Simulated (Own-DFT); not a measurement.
# Same atoms, different arrangement: In32P32, 64 atoms

These are calculations, not measurements. The program, named Own-DFT, is a retired in-house plane-wave density functional code that no person has reviewed. Each row is one single-point run on a periodic cell that was not relaxed, without spin or spin-orbit coupling.

Settings of every run: PBE; PseudoDojo norm-conserving scalar-relativistic files; cutoff 36 hartree; 3 x 3 x 3 k mesh centred on Gamma; Fermi-Dirac smearing of 0.1 eV.

Known limits, some of them of some rows only: not probed for a lower state with spin; forces on such cells moved up to 12 meV/angstrom on a denser k mesh; stress not checked against mesh or cutoff.

All cells hold the same atoms in the same cell, with vectors in Å (11.737, 0.000, 0.000); (0.000, 11.737, 0.000); (0.000, 0.000, 11.737). Every atom was moved at random from its ideal site; u is the rms move along one axis. The defect's site can differ from row to row. E is the free energy of the cell above the lowest run. The arrangements:

- A: zincblende InP
- B: zincblende InP, with one In on a P site and one P on an In site, 2.5 Å apart

| arrangement | u (Å) | E (eV) | P (GPa) |
|---|---|---|---|
| A | 0.0186 | 0.000 | 3.20 |
| A | 0.0189 | 0.020 | 3.20 |
| A | 0.0221 | 0.149 | 3.22 |
| A | 0.0470 | 1.768 | 3.54 |
| A | 0.0520 | 2.215 | 3.63 |
| A | 0.0529 | 2.496 | 3.71 |
| B | 0.0305 | 4.390 | 3.62 |
| B | 0.0306 | 4.444 | 3.62 |
| B | 0.0312 | 4.457 | 3.61 |
| B | 0.0464 | 6.045 | 3.91 |
| B | 0.0483 | 6.040 | 3.93 |
| B | 0.0486 | 6.236 | 3.98 |

Question: once the cost of the random moves is taken out, how do the arrangements rank?

## Worked answer

Fit E = a + b u², with one b for all and one a for each arrangement, and with residuals divided by u², since the noise grows with the moves. Then b = 1050 eV/Å², the scatter at u = 0.04 Å is 0.13 eV, and against A:

- B: 3.84 ± 0.06 eV (higher)

These are energies of unrelaxed cells. Relaxing the atoms lowers the strained arrangements most, so the gaps would shrink and small ones could change sign.
